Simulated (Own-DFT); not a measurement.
# Computed records: Al31GaO48 (corundum with substituted atoms, atoms displaced), Al32O47 (corundum with one vacancy, atoms displaced)

Computed with Own-DFT development build. A calculation, not a measurement: plane-wave PBE density functional theory by an unreviewed code, no spin, of a simulated periodic cell, stress positive in tension, free energy of the whole cell less one offset for each atom, defect cell not probed for a lower state with spin; oxygen file: force components 24 meV/angstrom off all-electron in one glass; forces on such cells passed a denser k mesh, this cell's mesh not checked; offsets are fitted by least squares, one for each functional and potential file, so energies compare only between cells with the same atoms and settings and are not formation energies; the far tail of each file's local potential was reset to the Coulomb form; each entry is a single point on an unrelaxed cell, so the pressure reflects the starting lattice, mostly measured values, from which strain is counted, and rises with the displacements; printed positions are rounded, which can move forces by about a meV/angstrom; the program is a retired in-house code; no spin-orbit coupling; before rounding, a Quantum ESPRESSO 7.3.1 run of the same cell and cutoff gave forces within 1 meV/angstrom rms on each cell, which checks the program and not the settings.

Common to all runs: functional PBE; potential files PseudoDojo norm-conserving, scalar-relativistic, standard set; wave cutoff 72 hartree; occupations Fermi-Dirac; smearing width 0.1 eV; k mesh 3 x 3 x 3 centred on Gamma.

(1) Al31GaO48 (corundum with substituted atoms, atoms displaced)

```
Al31GaO48
1.0
      5.4940     0.0000     8.6604
     -2.7470     4.7579     8.6604
     -2.7470    -4.7579     8.6604
Al O Ga Al O Al O Al O Al O Al O Al O Al O
4 6 1 3 6 4 6 4 6 4 6 4 6 4 6 4 6
Direct
  0.17480 0.16962 0.17662
  0.30968 0.32527 0.32683
  0.42419 0.42566 0.42505
  0.06723 0.08568 0.07128
  0.28882 0.47141 0.11598
  0.48364 0.11566 0.27121
  0.11144 0.27964 0.47116
  0.21503 0.02362 0.38153
  0.03671 0.37405 0.22398
  0.37380 0.22330 0.02702
  0.17957 0.16630 0.67268
  0.32918 0.33169 0.81745
  0.41137 0.42737 0.93661
  0.06656 0.07628 0.57825
  0.27478 0.47957 0.62426
  0.47382 0.11325 0.78306
  0.12418 0.27034 0.98545
  0.21935 0.01940 0.87915
  0.02659 0.38278 0.72079
  0.37476 0.22067 0.53820
  0.18046 0.68078 0.17101
  0.32730 0.82082 0.32748
  0.42963 0.92950 0.42411
  0.07349 0.56848 0.08308
  0.28732 0.97607 0.11503
  0.47264 0.62999 0.27463
  0.11871 0.79075 0.46419
  0.22022 0.52041 0.38785
  0.02008 0.87246 0.22991
  0.37468 0.71786 0.03245
  0.16514 0.68140 0.67974
  0.32718 0.80956 0.83092
  0.42317 0.92590 0.92052
  0.07616 0.57473 0.57179
  0.27766 0.96662 0.62750
  0.46133 0.62708 0.78532
  0.10235 0.78314 0.98210
  0.22162 0.52891 0.87091
  0.02135 0.87585 0.73005
  0.37220 0.72403 0.52543
  0.67749 0.17478 0.16961
  0.82910 0.32291 0.32472
  0.92385 0.42766 0.42524
  0.57385 0.07243 0.06890
  0.78462 0.46294 0.12559
  0.96593 0.13215 0.27990
  0.62002 0.28934 0.46642
  0.71368 0.04351 0.37773
  0.52901 0.37740 0.22492
  0.87578 0.21716 0.03315
  0.67078 0.18592 0.67838
  0.82360 0.31896 0.83654
  0.91268 0.42564 0.93980
  0.57922 0.06966 0.58073
  0.78508 0.46688 0.61850
  0.96719 0.12351 0.78357
  0.61587 0.27917 0.98252
  0.72422 0.02695 0.87953
  0.52840 0.37879 0.71692
  0.88364 0.22126 0.53050
  0.68510 0.67913 0.16985
  0.82770 0.82668 0.32493
  0.91932 0.91513 0.43118
  0.57091 0.58130 0.06548
  0.77895 0.98176 0.11892
  0.97085 0.62600 0.27849
  0.62530 0.77783 0.46282
  0.73030 0.51528 0.38882
  0.51805 0.88054 0.23456
  0.86984 0.72232 0.03760
  0.68022 0.66951 0.67896
  0.81969 0.82342 0.82729
  0.92110 0.93407 0.93379
  0.58123 0.57845 0.56500
  0.77310 0.98324 0.61873
  0.96368 0.62302 0.78746
  0.62885 0.77542 0.97307
  0.71849 0.53956 0.87412
  0.52146 0.87187 0.72867
  0.86427 0.72935 0.52743
```

```
free energy of cell above offsets : -52.847 eV
pressure                          : 10.79 GPa
stress xx                         : -11.79 GPa
stress yy                         : -9.82 GPa
stress zz                         : -10.77 GPa
stress yz                         : 0.59 GPa
stress xz                         : 0.51 GPa
stress xy                         : -0.3 GPa
```

Force:
| element | x (eV/Å) | y (eV/Å) | z (eV/Å) |
| --- | --- | --- | --- |
| Al | 0.011 | -0.445 | 0.976 |
| Al | 1.662 | -0.409 | 1.04 |
| Al | 0.455 | 0.215 | 0.524 |
| Al | 1.626 | -1.781 | 0.583 |
| O | -3.343 | -1.179 | 1.471 |
| O | -2.649 | 0.532 | 1.197 |
| O | 2.313 | 0.116 | 1.818 |
| O | 0.008 | 0.77 | 0.483 |
| O | -0.088 | -0.196 | -0.999 |
| O | 0.133 | 0.209 | 0.14 |
| Ga | -1.028 | 0.272 | 2.198 |
| Al | -0.562 | -1.059 | -1.36 |
| Al | 3.323 | 1.33 | -0.912 |
| Al | 1.488 | -0.837 | -0.644 |
| O | 0.031 | -0.104 | -0.25 |
| O | -0.647 | 1.767 | 1.549 |
| O | -0.039 | 2.479 | -0.81 |
| O | -0.593 | -1.116 | 0.678 |
| O | -0.93 | -1.12 | -0.601 |
| O | 0.878 | 0.847 | -0.705 |
| Al | -1.532 | -1.278 | -0.453 |
| Al | -0.41 | 0.787 | -0.042 |
| Al | -0.928 | -0.488 | -1.154 |
| Al | -0.541 | 1.661 | -0.474 |
| O | -0.632 | -1.402 | -0.421 |
| O | 0.417 | -0.333 | -0.257 |
| O | 0.157 | -1.802 | -0.382 |
| O | 0.533 | 2.049 | -1.717 |
| O | 0.881 | 1.131 | 0.662 |
| O | -0.473 | 0.72 | -0.446 |
| Al | 0.838 | 0.445 | 0.385 |
| Al | -2.077 | 1.924 | 0.154 |
| Al | -0.614 | -0.669 | 1.009 |
| Al | -0.893 | -0.818 | 0.688 |
| O | 0.572 | -0.286 | -0.662 |
| O | 2.294 | -0.545 | -0.68 |
| O | 3.621 | -0.83 | 2.155 |
| O | -0.879 | -0.674 | 0.819 |
| O | 0.23 | 0.076 | -0.457 |
| O | 0.055 | -1.078 | 0.47 |
| Al | -2.141 | -1.057 | 1.103 |
| Al | -0.881 | -0.402 | -0.38 |
| Al | 0.188 | 0.05 | -0.019 |
| Al | -1.163 | -0.634 | 0.611 |
| O | -2.053 | -0.112 | 1.424 |
| O | 1.142 | -0.998 | -0.99 |
| O | 0.403 | -1.208 | 1.116 |
| O | 1.607 | -0.445 | -1.563 |
| O | 0.101 | 0.456 | -1.128 |
| O | -0.829 | 1.464 | -0.664 |
| Al | 1.788 | -0.141 | -0.676 |
| Al | 0.549 | 1.59 | -1.259 |
| Al | 2.887 | 1.388 | 0.405 |
| Al | -1.142 | 1.124 | -0.503 |
| O | -2.421 | -1.145 | 2.17 |
| O | -0.598 | 0.525 | 0.23 |
| O | 1.01 | 1.696 | 0.081 |
| O | -0.197 | 0.856 | -0.986 |
| O | -0.635 | -0.31 | 0.596 |
| O | -2.112 | -0.001 | -2.284 |
| Al | -2.205 | -1.748 | -1.008 |
| Al | -0.705 | 0.377 | -2.056 |
| Al | -0.72 | 2.316 | 2.506 |
| Al | -0.437 | -2.345 | 1.653 |
| O | -0.336 | -1.583 | 0.554 |
| O | 0.367 | -0.425 | 0.588 |
| O | 0.374 | -0.785 | 1.627 |
| O | 0.28 | 2.779 | -2.272 |
| O | 2.533 | 0.7 | -1.366 |
| O | 0.962 | 0.415 | 0.164 |
| Al | -0.794 | 0.758 | -0.94 |
| Al | 0.334 | 0.982 | 0.779 |
| Al | 0.433 | 0.23 | -2.24 |
| Al | -1.718 | -0.888 | -0.463 |
| O | 0.745 | -1.692 | 0.679 |
| O | 0.445 | 1.006 | 0.207 |
| O | -0.723 | 0.249 | -0.523 |
| O | 0.943 | -1.035 | -1.062 |
| O | 1.244 | 0.136 | -0.218 |
| O | 0.809 | -1.025 | 0.536 |

(2) Al32O47 (corundum with one vacancy, atoms displaced)

```
Al32O47
1.0
      5.4940     0.0000     8.6604
     -2.7470     4.7579     8.6604
     -2.7470    -4.7579     8.6604
Al O Al O Al O Al O Al O Al O Al O Al O
4 6 4 6 4 6 4 6 4 6 4 5 4 6 4 6
Direct
  0.17462 0.18141 0.16760
  0.32491 0.31871 0.32543
  0.42079 0.43087 0.42450
  0.07140 0.07855 0.07510
  0.27631 0.46986 0.12582
  0.47759 0.11012 0.28179
  0.12415 0.28674 0.46863
  0.21747 0.02794 0.37911
  0.03374 0.37516 0.21835
  0.37452 0.22407 0.02455
  0.16944 0.17915 0.67422
  0.32217 0.32956 0.81959
  0.42293 0.42804 0.92321
  0.07894 0.07468 0.57042
  0.28344 0.47434 0.62246
  0.47536 0.12441 0.77520
  0.12474 0.28007 0.97097
  0.22410 0.02734 0.87284
  0.03233 0.37619 0.71716
  0.37938 0.21695 0.52863
  0.17445 0.67657 0.17761
  0.31893 0.82904 0.32434
  0.42528 0.92297 0.43181
  0.06937 0.57728 0.07624
  0.27607 0.97577 0.12344
  0.47478 0.62208 0.27480
  0.12567 0.77771 0.47436
  0.22213 0.52736 0.37486
  0.03211 0.87046 0.21979
  0.37998 0.71875 0.02763
  0.17325 0.67639 0.67740
  0.32716 0.82161 0.82431
  0.42586 0.92478 0.92558
  0.07932 0.57153 0.57390
  0.27297 0.96890 0.63302
  0.47288 0.62486 0.77696
  0.12269 0.77809 0.97668
  0.22091 0.52270 0.88071
  0.02420 0.86904 0.72472
  0.37231 0.71851 0.52986
  0.67848 0.17553 0.17083
  0.82247 0.32468 0.32396
  0.92249 0.42946 0.42954
  0.57936 0.08137 0.07073
  0.77531 0.47201 0.12717
  0.97239 0.12510 0.28000
  0.61990 0.27863 0.48010
  0.71943 0.03114 0.37285
  0.53264 0.37447 0.21927
  0.87143 0.22251 0.03226
  0.67630 0.17648 0.67798
  0.82576 0.31779 0.82314
  0.92857 0.42512 0.92526
  0.56822 0.07576 0.57026
  0.78754 0.47076 0.62423
  0.96349 0.12613 0.78440
  0.61780 0.27866 0.97649
  0.52849 0.36888 0.72760
  0.86969 0.22533 0.53404
  0.68185 0.67902 0.17449
  0.83030 0.82204 0.31988
  0.92352 0.92275 0.42957
  0.57984 0.57482 0.07008
  0.77836 0.96377 0.12331
  0.96375 0.62858 0.27912
  0.61637 0.77853 0.47634
  0.72166 0.53230 0.37713
  0.52567 0.87698 0.21736
  0.87873 0.71793 0.02935
  0.67213 0.68086 0.67720
  0.82383 0.82808 0.81729
  0.92621 0.92346 0.93092
  0.57376 0.57147 0.57296
  0.77947 0.96977 0.63282
  0.97162 0.62174 0.77841
  0.63333 0.77704 0.96801
  0.71347 0.52517 0.88329
  0.52714 0.88284 0.71577
  0.87722 0.72373 0.52604
```

```
free energy of cell above offsets : -56.261 eV
pressure                          : 7.26 GPa
stress xx                         : -7.95 GPa
stress yy                         : -6.93 GPa
stress zz                         : -6.91 GPa
stress yz                         : 0.12 GPa
stress xz                         : 0.22 GPa
stress xy                         : 0.29 GPa
```

Force:
| element | x (eV/Å) | y (eV/Å) | z (eV/Å) |
| --- | --- | --- | --- |
| Al | 0.356 | -0.773 | 1.11 |
| Al | 0.901 | 0.792 | 0.326 |
| Al | 1.428 | -0.096 | 0.285 |
| Al | 0.811 | -0.44 | -0.52 |
| O | -0.174 | -0.056 | 0.597 |
| O | -1.102 | 1.434 | 1.267 |
| O | 0.109 | -1.32 | -0.499 |
| O | 0.419 | 0.513 | -0.019 |
| O | -1.053 | -0.539 | -0.282 |
| O | -0.033 | -0.52 | 0.203 |
| Al | 0.833 | -0.623 | 1.078 |
| Al | 0.985 | -1.187 | 0.145 |
| Al | -0.33 | -0.566 | 0.063 |
| Al | -1.244 | -0.634 | -1.048 |
| O | -0.527 | 0.011 | -0.712 |
| O | -0.867 | -0.376 | -0.221 |
| O | -0.109 | 0.121 | -0.529 |
| O | -0.733 | -0.009 | 0.034 |
| O | -0.53 | -0.734 | 0.002 |
| O | -1.562 | 0.973 | -1.193 |
| Al | 1.193 | -0.167 | -0.227 |
| Al | 1.241 | -0.079 | 0.123 |
| Al | 0.103 | 0.137 | -1.284 |
| Al | 1 | -0.493 | 0.051 |
| O | -0.019 | -0.179 | -0.298 |
| O | -0.821 | 0.41 | 0.614 |
| O | -0.257 | 0.2 | -0.727 |
| O | -0.088 | -0.108 | 0.068 |
| O | -0.995 | 0.55 | 0.7 |
| O | -0.482 | 0.518 | -0.299 |
| Al | 0.234 | -0.323 | 0.221 |
| Al | -0.716 | -0.293 | 0.153 |
| Al | 0.16 | 0.341 | 0.912 |
| Al | -0.598 | 0.343 | -0.125 |
| O | -0.02 | 0.924 | -0.475 |
| O | -0.082 | -0.153 | -0.105 |
| O | 0.568 | 0.252 | 0.007 |
| O | -0.232 | 1.255 | -0.195 |
| O | -0.001 | 0.906 | 1.504 |
| O | 0.133 | 0.174 | 0.56 |
| Al | -1.038 | -0.448 | 0.704 |
| Al | -0.418 | -0.298 | 0.197 |
| Al | 0.522 | 0.186 | -0.717 |
| Al | 0.211 | -0.592 | -3.019 |
| O | 0.864 | -0.059 | 0.377 |
| O | -0.088 | -0.126 | -0.51 |
| O | 0.737 | 0.802 | -0.256 |
| O | 0.796 | -0.328 | 0.016 |
| O | -0.417 | -0.647 | -0.653 |
| O | 0.901 | 0.356 | -0.142 |
| Al | -0.131 | -1.414 | -0.307 |
| Al | -1.614 | 0.665 | 0.868 |
| Al | -0.839 | 0.095 | -0.273 |
| Al | 0.479 | 0.047 | 2.002 |
| O | -1.163 | 0.014 | -0.231 |
| O | 1.474 | 0.104 | -0.161 |
| O | 0.844 | 0.35 | 0.863 |
| O | -0.313 | 1.42 | 0.787 |
| O | 1.115 | 0.505 | 0.34 |
| Al | -0.877 | 0.088 | -0.867 |
| Al | -1.481 | -0.18 | -0.144 |
| Al | -0.153 | 0.25 | 0.732 |
| Al | -0.937 | -0.91 | 0.442 |
| O | -0.609 | -0.109 | 1.763 |
| O | 0.88 | -0.296 | 0.28 |
| O | 1.396 | -0.165 | 1.052 |
| O | 0.584 | -0.003 | -0.639 |
| O | -0.17 | -0.332 | 0.369 |
| O | -0.282 | 0.466 | -0.193 |
| Al | 0.768 | -0.426 | -0.208 |
| Al | -0.096 | -1.364 | 1.136 |
| Al | 0.267 | 0.559 | -1.527 |
| Al | -0.56 | -0.16 | 0.306 |
| O | 0.559 | 1.995 | -1.772 |
| O | 0.139 | 0.205 | 0.124 |
| O | -0.849 | 0.05 | -0.651 |
| O | 1.618 | 1.13 | -0.423 |
| O | 0.329 | -1.355 | -0.66 |
| O | -0.348 | -0.262 | -0.271 |

(3) Al32O47 (corundum with one vacancy, atoms displaced)

```
Al32O47
1.0
      5.4940     0.0000     8.6604
     -2.7470     4.7579     8.6604
     -2.7470    -4.7579     8.6604
Al O Al O Al O Al O Al O Al O Al O Al O
4 6 4 6 4 6 4 6 4 6 4 6 4 6 4 5
Direct
  0.17974 0.18253 0.18850
  0.33723 0.31101 0.32311
  0.41667 0.42567 0.42605
  0.07938 0.07243 0.06526
  0.27130 0.47140 0.13657
  0.48228 0.11404 0.27051
  0.12517 0.27743 0.47222
  0.22368 0.02599 0.37590
  0.03559 0.37065 0.21222
  0.37630 0.21332 0.03429
  0.19058 0.16293 0.68810
  0.32686 0.31117 0.82464
  0.42719 0.41502 0.93451
  0.09130 0.08657 0.55838
  0.30285 0.45413 0.61794
  0.46869 0.12164 0.78294
  0.13422 0.27344 0.95874
  0.21609 0.01407 0.87821
  0.02501 0.38189 0.74053
  0.37889 0.22231 0.53390
  0.20320 0.68218 0.15724
  0.31866 0.82921 0.31682
  0.42307 0.92446 0.44038
  0.05984 0.57630 0.07282
  0.28723 0.97627 0.11427
  0.46897 0.62738 0.27426
  0.11092 0.77614 0.48868
  0.21350 0.52762 0.38537
  0.03116 0.87647 0.21389
  0.37252 0.71582 0.02253
  0.18149 0.68958 0.66234
  0.32020 0.82445 0.82708
  0.42218 0.93762 0.91293
  0.06834 0.58976 0.56571
  0.27184 0.96691 0.63251
  0.46436 0.62387 0.76695
  0.13104 0.77273 0.97012
  0.21962 0.52347 0.88672
  0.04154 0.86092 0.71865
  0.37870 0.72057 0.51685
  0.66953 0.18646 0.16945
  0.81499 0.33479 0.32968
  0.93619 0.43521 0.41018
  0.56802 0.06943 0.08183
  0.77759 0.46207 0.13713
  0.97496 0.11668 0.29028
  0.63840 0.27884 0.47271
  0.72966 0.03917 0.36517
  0.53493 0.36164 0.22839
  0.85999 0.23438 0.02634
  0.67259 0.17547 0.67499
  0.83054 0.31399 0.83274
  0.91916 0.43086 0.91821
  0.57732 0.05574 0.58423
  0.78724 0.47986 0.61351
  0.98322 0.12329 0.78327
  0.62703 0.28433 0.96908
  0.72101 0.03265 0.86401
  0.53187 0.36790 0.73708
  0.85885 0.23569 0.52887
  0.67299 0.69872 0.16411
  0.83122 0.80690 0.32375
  0.92013 0.92158 0.42508
  0.57260 0.57441 0.06576
  0.76651 0.97035 0.13216
  0.96223 0.61677 0.26325
  0.61274 0.78956 0.48058
  0.73075 0.51626 0.38732
  0.52450 0.86996 0.22287
  0.87348 0.71558 0.03160
  0.69427 0.67335 0.67154
  0.83063 0.82533 0.82148
  0.92658 0.91983 0.92441
  0.58446 0.56699 0.57222
  0.96312 0.63073 0.79190
  0.63439 0.79767 0.95148
  0.72477 0.51925 0.87168
  0.52436 0.87479 0.72624
  0.86853 0.72225 0.54812
```

```
free energy of cell above offsets : -45.730 eV
pressure                          : 12.9 GPa
stress xx                         : -14.54 GPa
stress yy                         : -13.14 GPa
stress zz                         : -11.03 GPa
stress yz                         : -1.66 GPa
stress xz                         : -0.2 GPa
stress xy                         : -1.65 GPa
```

Force:
| element | x (eV/Å) | y (eV/Å) | z (eV/Å) |
| --- | --- | --- | --- |
| Al | 0.811 | 0.071 | -3.967 |
| Al | -1.642 | 0.607 | -0.596 |
| Al | 2.184 | 0.142 | 2.192 |
| Al | -2.538 | 0.11 | 2.441 |
| O | 1.46 | -0.38 | 0.448 |
| O | -2.778 | -0.363 | 1.39 |
| O | 1.117 | 0.689 | 1.221 |
| O | 0.37 | -0.439 | 0.802 |
| O | -2.208 | 0.198 | 1.306 |
| O | 0.158 | 0.227 | 0.624 |
| Al | -2.193 | 3.132 | -1.03 |
| Al | -1.294 | 1.843 | 1.931 |
| Al | -1.105 | 2.098 | -0.61 |
| Al | -3.458 | -1.937 | -2.245 |
| O | -3.081 | 0.327 | 1.037 |
| O | 0.927 | 0.837 | -0.52 |
| O | -1.42 | -1.244 | -0.637 |
| O | 0.331 | -0.803 | 2.465 |
| O | 3.468 | 1.772 | -3.477 |
| O | 0.377 | -0.916 | -1.985 |
| Al | -6.037 | -4.906 | -4.353 |
| Al | 0.544 | -0.789 | 0.459 |
| Al | 1.213 | 0.237 | -2.176 |
| Al | 3.116 | -0.087 | 0.793 |
| O | -0.304 | -0.777 | -1.251 |
| O | 0.162 | 0.58 | -1.056 |
| O | 1.797 | 1.949 | -0.353 |
| O | 0.891 | 1.552 | -0.919 |
| O | 0.38 | -1.661 | -0.59 |
| O | 5.563 | 2.918 | 4.111 |
| Al | 1.654 | -4.045 | -0.822 |
| Al | 2.313 | -0.784 | -2.784 |
| Al | 0.735 | -2.432 | 1.719 |
| Al | 0.96 | -3.768 | 1.397 |
| O | 0.609 | 1.043 | 0.955 |
| O | -0.629 | -0.377 | 2.383 |
| O | -1.384 | -0.059 | -0.311 |
| O | 0.761 | 0.857 | -1.227 |
| O | -3.513 | 1.93 | 2.76 |
| O | 0.168 | 0.149 | 0.855 |
| Al | 2.452 | -2.096 | -0.261 |
| Al | 2.132 | -0.986 | -0.417 |
| Al | -1.091 | -4.576 | -1.702 |
| Al | 1.667 | 0.566 | -0.67 |
| O | -0.219 | 2.914 | -1.291 |
| O | 0.937 | 0.946 | -0.326 |
| O | -2.87 | -0.82 | -2.934 |
| O | -0.472 | -1.262 | -1.465 |
| O | -2.606 | 1.641 | 0.485 |
| O | 2.09 | -1.871 | 1.254 |
| Al | 0.441 | 1.093 | 0.238 |
| Al | 0.231 | 2.092 | -1.486 |
| Al | -0.771 | -1.705 | 4.085 |
| Al | 1.674 | 3.238 | 2.264 |
| O | 0.152 | -0.675 | 1.152 |
| O | -0.135 | -0.173 | -1.338 |
| O | -0.351 | -1.135 | -0.559 |
| O | 0.363 | -1.976 | 1.998 |
| O | 0.413 | 0.263 | -1.444 |
| O | 3.388 | -1.658 | 2.224 |
| Al | 1.014 | -3.073 | -2.675 |
| Al | -1.031 | 1.863 | -0.53 |
| Al | -1.655 | 1.626 | 2.763 |
| Al | 0.564 | -1.125 | 2.019 |
| O | 2.04 | 0.262 | -0.247 |
| O | -1.702 | 2.61 | 4.553 |
| O | 2.529 | -0.191 | 0.908 |
| O | -1.023 | 3.54 | -1.125 |
| O | -1.185 | 1.197 | 1.476 |
| O | -0.718 | 2.2 | 0.416 |
| Al | -3.274 | -1.765 | -3.321 |
| Al | 0.261 | 2.157 | -0.856 |
| Al | -0.012 | 0.844 | 1.177 |
| Al | -1.503 | -1.162 | -0.105 |
| O | 2.015 | -0.446 | -1.566 |
| O | -1.982 | -2.609 | -2.15 |
| O | -2.317 | 0.774 | 1.085 |
| O | 0.064 | -1.084 | -1.161 |
| O | 2.008 | 3.067 | -0.85 |
